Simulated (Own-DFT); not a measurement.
# Computed records: InGa$_{3}$As$_{4}$ (zincblende random alloy, strained, atoms displaced)

A calculation, not a measurement: plane-wave PBE density functional theory by an unreviewed code, no spin, of a simulated periodic cell, stress positive in tension, free energy of the whole cell less one offset for each atom, forces on such cells passed a denser k mesh, this cell's mesh not checked; offsets are fitted by least squares, one for each functional and potential file, so energies compare only between cells with the same atoms and settings and are not formation energies; the far tail of each file's local potential was reset to the Coulomb form; each entry is a single point on an unrelaxed cell, so the pressure reflects the starting lattice, mostly measured values, from which strain is counted, and rises with the displacements; printed positions are rounded, which can move forces by about a meV/angstrom; the program is a retired in-house code; no spin-orbit coupling; before rounding, a Quantum ESPRESSO 7.3.1 run of the same cell and cutoff gave forces within 1 meV/angstrom rms on each cell, which checks the program and not the settings. Program: Own-DFT development build.

Settings shared by all entries: functional PBE; potential files PseudoDojo norm-conserving, scalar-relativistic, standard set; wave cutoff 42 hartree; occupations Fermi-Dirac; smearing width 0.1 eV; k mesh 3 x 3 x 3 centred on Gamma.

(1) InGa$_{3}$As$_{4}$ (zincblende random alloy, strained, atoms displaced)

```
InGa3As4
1.0
     11.3066     0.0000     0.0000
      0.0000    11.3066     0.0000
      0.0000     0.0000    11.7318
In Ga In Ga As Ga In Ga As Ga As Ga In Ga As Ga In Ga As Ga As Ga In Ga As Ga As
1 1 1 1 4 1 2 1 4 4 4 1 2 1 4 1 1 2 4 4 4 1 1 2 4 4 4
Direct
  0.00354 0.99973 0.00171
  0.00113 0.24864 0.24627
  0.24547 0.00567 0.25026
  0.24177 0.24867 0.00240
  0.12714 0.12021 0.11872
  0.11852 0.37427 0.37376
  0.38076 0.12303 0.37793
  0.37827 0.37237 0.12483
  0.00184 0.99307 0.50073
  0.99795 0.24627 0.74513
  0.25222 0.99892 0.75179
  0.25371 0.25437 0.50404
  0.12594 0.12127 0.61734
  0.11557 0.37339 0.87381
  0.37546 0.13408 0.87779
  0.37616 0.37830 0.62784
  0.99768 0.50119 0.00341
  0.99855 0.75536 0.25020
  0.24910 0.49950 0.25410
  0.24833 0.75337 0.99792
  0.12563 0.62942 0.12750
  0.13125 0.87090 0.37165
  0.37321 0.62471 0.37582
  0.37598 0.87718 0.12900
  0.99347 0.50352 0.50142
  0.99124 0.75248 0.75243
  0.25124 0.50700 0.75026
  0.24002 0.75938 0.49458
  0.12618 0.62425 0.62083
  0.12464 0.86857 0.87022
  0.37643 0.63323 0.86738
  0.37270 0.88065 0.62626
  0.49767 0.00524 0.99615
  0.49797 0.25678 0.24499
  0.75600 0.00318 0.24794
  0.75002 0.25134 0.00193
  0.62402 0.12996 0.12300
  0.62571 0.36924 0.37215
  0.87693 0.12895 0.37116
  0.87161 0.37200 0.12456
  0.50444 0.99881 0.50041
  0.50504 0.25087 0.75568
  0.75104 0.99868 0.75777
  0.75305 0.25447 0.50199
  0.62299 0.13186 0.62724
  0.63247 0.37738 0.87448
  0.87873 0.12193 0.86952
  0.87869 0.37031 0.62556
  0.49734 0.50012 0.99926
  0.50068 0.75826 0.25138
  0.74718 0.49959 0.24094
  0.74672 0.74953 0.99801
  0.61412 0.62121 0.12510
  0.62731 0.88055 0.37241
  0.87355 0.61962 0.37649
  0.88305 0.86484 0.12709
  0.49841 0.50566 0.49315
  0.50410 0.74881 0.74578
  0.75064 0.49264 0.75502
  0.74610 0.76160 0.49936
  0.62431 0.62655 0.62608
  0.62630 0.87065 0.87732
  0.86994 0.62371 0.87715
  0.87353 0.87718 0.62485
```

The calculation gives: free energy of cell above offsets -21.571 eV; pressure 5.91 GPa; stress xx -6.51 GPa; stress yy -6.5 GPa; stress zz -4.72 GPa; stress yz 0.48 GPa; stress xz -1.1 GPa; stress xy -0.07 GPa.

Force:
| element | x (eV/Å) | y (eV/Å) | z (eV/Å) |
| --- | --- | --- | --- |
| In | -0.789 | -0.96 | -0.955 |
| Ga | 0.087 | 0.046 | -0.157 |
| In | 1.036 | 0.019 | 0.448 |
| Ga | 0.544 | 0.823 | -0.371 |
| As | -0.258 | 2.509 | 0.838 |
| As | 0.464 | 0.022 | 0.294 |
| As | -0.316 | 0.484 | 1.157 |
| As | -2.476 | 1.832 | -1.818 |
| Ga | -0.11 | 0.374 | -0.642 |
| In | 0.956 | -0.584 | -0.073 |
| In | -0.359 | 1.019 | 0.474 |
| Ga | -0.072 | -0.221 | -0.529 |
| As | 0.231 | 0.106 | -0.903 |
| As | 0.871 | 0.618 | 1.54 |
| As | 0.262 | 0.234 | 0.458 |
| As | 1.164 | -0.805 | -0.789 |
| Ga | 0.051 | 0.027 | 0.071 |
| Ga | 0.46 | -1.384 | 0.965 |
| Ga | -0.061 | -0.101 | -0.368 |
| Ga | 0.435 | -0.229 | 0.3 |
| As | 0.062 | -0.359 | -0.183 |
| As | -2.199 | 0.183 | 0.293 |
| As | -0.901 | 0.146 | 0.493 |
| As | -0.598 | 0.585 | -2.526 |
| Ga | 0.528 | -0.379 | 0.035 |
| In | 0.387 | -1.159 | -0.771 |
| In | -0.579 | -0.939 | 0.302 |
| Ga | 1.414 | -1.307 | 1.201 |
| As | -0.888 | 0.799 | -1.302 |
| As | 0.842 | 0.097 | 1.376 |
| As | 0.922 | 0.536 | 1.952 |
| As | 1.502 | -1.683 | -1.581 |
| Ga | 0.221 | -0.328 | 0.385 |
| In | 0.328 | -1.456 | 1.154 |
| Ga | -0.094 | -0.055 | -0.376 |
| Ga | 0.217 | -0.46 | -0.568 |
| As | 1.003 | -1.469 | -0.821 |
| As | 1.102 | 1.754 | 1.24 |
| As | 0.154 | -0.48 | 0.604 |
| As | 0.544 | 0.241 | -0.034 |
| Ga | -0.136 | 0.28 | 0.364 |
| Ga | -0.295 | 0.504 | -0.347 |
| Ga | -0.492 | 0.163 | -0.758 |
| Ga | -0.284 | -0.357 | -0.274 |
| As | 0.57 | -0.801 | -0.015 |
| As | -0.994 | -0.444 | 0.729 |
| As | -1.866 | -0.02 | 1.209 |
| As | -1.454 | 1.879 | -1.124 |
| Ga | -0.215 | -0.005 | -0.674 |
| In | -0.106 | -1.084 | 0.382 |
| Ga | -0.083 | -0.06 | 0.778 |
| Ga | 0.031 | -0.562 | 0.793 |
| As | 1.436 | -0.121 | -0.839 |
| As | 1.01 | 1.053 | 0.872 |
| As | -0.563 | 0.989 | -0.545 |
| As | -1.953 | 0.496 | -0.053 |
| Ga | 0.424 | -0.646 | 0.55 |
| Ga | -0.234 | 0.545 | -0.1 |
| Ga | 0.375 | 0.804 | -1.045 |
| Ga | 0.271 | -1.035 | 0.015 |
| As | 0.559 | -0.416 | -0.437 |
| As | -0.503 | 0.626 | -0.254 |
| As | -0.537 | -0.942 | 0.797 |
| As | -1.05 | 1.058 | -0.835 |

(2) InGa$_{3}$As$_{4}$ (zincblende random alloy, strained, atoms displaced)

```
InGa3As4
1.0
     11.3066     0.0000     0.0000
      0.0000    11.3066     0.0000
      0.0000     0.0000    11.7318
In Ga As In Ga In Ga As Ga As In Ga As In Ga In As Ga As Ga As Ga In Ga As
1 3 4 1 1 1 1 4 4 4 1 3 4 1 2 1 4 4 4 4 4 1 2 1 4
Direct
  0.00127 0.00427 0.99229
  0.99887 0.25038 0.24927
  0.24386 0.00139 0.25316
  0.25153 0.24928 0.99934
  0.11354 0.12408 0.12374
  0.13076 0.37419 0.37473
  0.37130 0.12487 0.37149
  0.37880 0.37851 0.12767
  0.00585 0.99901 0.50286
  0.99607 0.25160 0.74812
  0.24093 0.99588 0.74636
  0.24736 0.24639 0.49753
  0.12146 0.12325 0.62837
  0.11549 0.37200 0.87544
  0.37314 0.12456 0.87726
  0.37115 0.37541 0.63447
  0.00177 0.49763 0.01001
  0.00124 0.74376 0.24842
  0.25649 0.50285 0.25046
  0.24564 0.74482 0.99972
  0.12038 0.62718 0.12946
  0.12321 0.87253 0.37766
  0.37234 0.62759 0.38241
  0.36908 0.87543 0.12796
  0.00171 0.49628 0.50158
  0.99975 0.75100 0.75085
  0.24702 0.50031 0.74729
  0.24908 0.75203 0.49399
  0.12274 0.62563 0.62263
  0.12454 0.87207 0.88125
  0.37024 0.62882 0.87484
  0.38355 0.87206 0.62774
  0.50733 0.00369 0.00023
  0.50181 0.25112 0.25009
  0.74899 0.98704 0.25599
  0.74558 0.25252 0.99312
  0.62244 0.13448 0.12110
  0.62352 0.37252 0.37210
  0.88092 0.12812 0.38437
  0.87733 0.37341 0.12107
  0.50093 0.00447 0.49708
  0.49980 0.24311 0.75091
  0.75117 0.00672 0.75574
  0.75988 0.24803 0.50013
  0.61947 0.12177 0.62412
  0.61775 0.37469 0.87149
  0.87580 0.12061 0.86939
  0.88557 0.38407 0.62551
  0.49872 0.50048 0.00184
  0.50147 0.74152 0.24721
  0.75214 0.50730 0.24120
  0.76008 0.75086 0.99513
  0.62493 0.62002 0.12733
  0.63200 0.87613 0.38395
  0.88244 0.61889 0.36878
  0.87270 0.87346 0.12476
  0.49611 0.50427 0.49437
  0.49908 0.75233 0.75189
  0.75565 0.49384 0.74837
  0.74682 0.75196 0.49695
  0.62495 0.63317 0.62812
  0.61760 0.87853 0.87474
  0.87663 0.62409 0.87181
  0.87201 0.87366 0.63119
```

The calculation gives: free energy of cell above offsets -20.638 eV; pressure 6.17 GPa; stress xx -6.74 GPa; stress yy -6.79 GPa; stress zz -4.98 GPa; stress yz -0.44 GPa; stress xz 0.05 GPa; stress xy 0.69 GPa.

Force:
| element | x (eV/Å) | y (eV/Å) | z (eV/Å) |
| --- | --- | --- | --- |
| In | -0.707 | -0.954 | 0.851 |
| Ga | -0.005 | 0.24 | 0.404 |
| Ga | -0.128 | -0.23 | -0.424 |
| Ga | -0.358 | 0.296 | 0.289 |
| As | 2.015 | 1.191 | 1.302 |
| As | 0.443 | -0.675 | -1.166 |
| As | 0.367 | 0.038 | 0.152 |
| As | -0.476 | -0.39 | -0.271 |
| In | -0.96 | -0.683 | 0.394 |
| Ga | 0.171 | -0.248 | 0.004 |
| In | 1.339 | -0.299 | 0.568 |
| Ga | 0.332 | 0.243 | 0.723 |
| As | 0.185 | 2.589 | -0.21 |
| As | 0.83 | 0.405 | 0.225 |
| As | -0.379 | 0.859 | -0.462 |
| As | 0.489 | -0.369 | -1.205 |
| Ga | -0.07 | 0.375 | -0.912 |
| Ga | -0.414 | 0.983 | 0.304 |
| Ga | -0.366 | 0.043 | 0.111 |
| Ga | 0.232 | 0.294 | 0.578 |
| As | 1.026 | -0.646 | -0.431 |
| As | 0.679 | -0.823 | -1.531 |
| As | 0.219 | -0.011 | -1.128 |
| As | -0.085 | -0.648 | 0.351 |
| In | 1.09 | 0.756 | -1.504 |
| Ga | 0.138 | -0.046 | 0.007 |
| Ga | -0.44 | 0.068 | 0.618 |
| Ga | 0.124 | 0.198 | 1.197 |
| As | 1.174 | 1.33 | 0.997 |
| As | 0.195 | -1.899 | -0.701 |
| As | -0.576 | -1.425 | 0.912 |
| As | -1.527 | 1.161 | -2.734 |
| In | -1.491 | -0.222 | 0.875 |
| Ga | -0.3 | -0.067 | 0.026 |
| Ga | 0.29 | 1.521 | -0.49 |
| In | 0.855 | 0.013 | -0.12 |
| As | 0.665 | -0.788 | 2.814 |
| As | 0.71 | 0.554 | 0.416 |
| As | -0.931 | 0.092 | -2.109 |
| As | 0.063 | 0.512 | 1.162 |
| Ga | -0.477 | -0.443 | 0.013 |
| Ga | -0.497 | 0.337 | -0.06 |
| Ga | -0.868 | -1.032 | -0.863 |
| Ga | -1.008 | 0.674 | 0.596 |
| As | 1.03 | 0.58 | 0.095 |
| As | -1.292 | 0.45 | -0.248 |
| As | -0.435 | 1.442 | -1.204 |
| As | -1.244 | -3.459 | 0.33 |
| Ga | -0.19 | 0.164 | -0.399 |
| Ga | -0.353 | 0.867 | 0.567 |
| Ga | 0.251 | -1.194 | 0.791 |
| Ga | -1.097 | -0.059 | 0.056 |
| As | 0.123 | 0.855 | -1.199 |
| As | -1.482 | -0.188 | -0.945 |
| As | -1.606 | 1.155 | -0.161 |
| As | 0.073 | -0.361 | 0.634 |
| Ga | 0.548 | -0.653 | 1.115 |
| In | 0.185 | -0.754 | 0.593 |
| In | -1.361 | 0.768 | 0.184 |
| Ga | 1.116 | -0.813 | 0.67 |
| As | 0.519 | -1.326 | -2.017 |
| As | 3.114 | -0.422 | 0.025 |
| As | 1.134 | 0.421 | 1.371 |
| As | -0.602 | -0.349 | 0.174 |
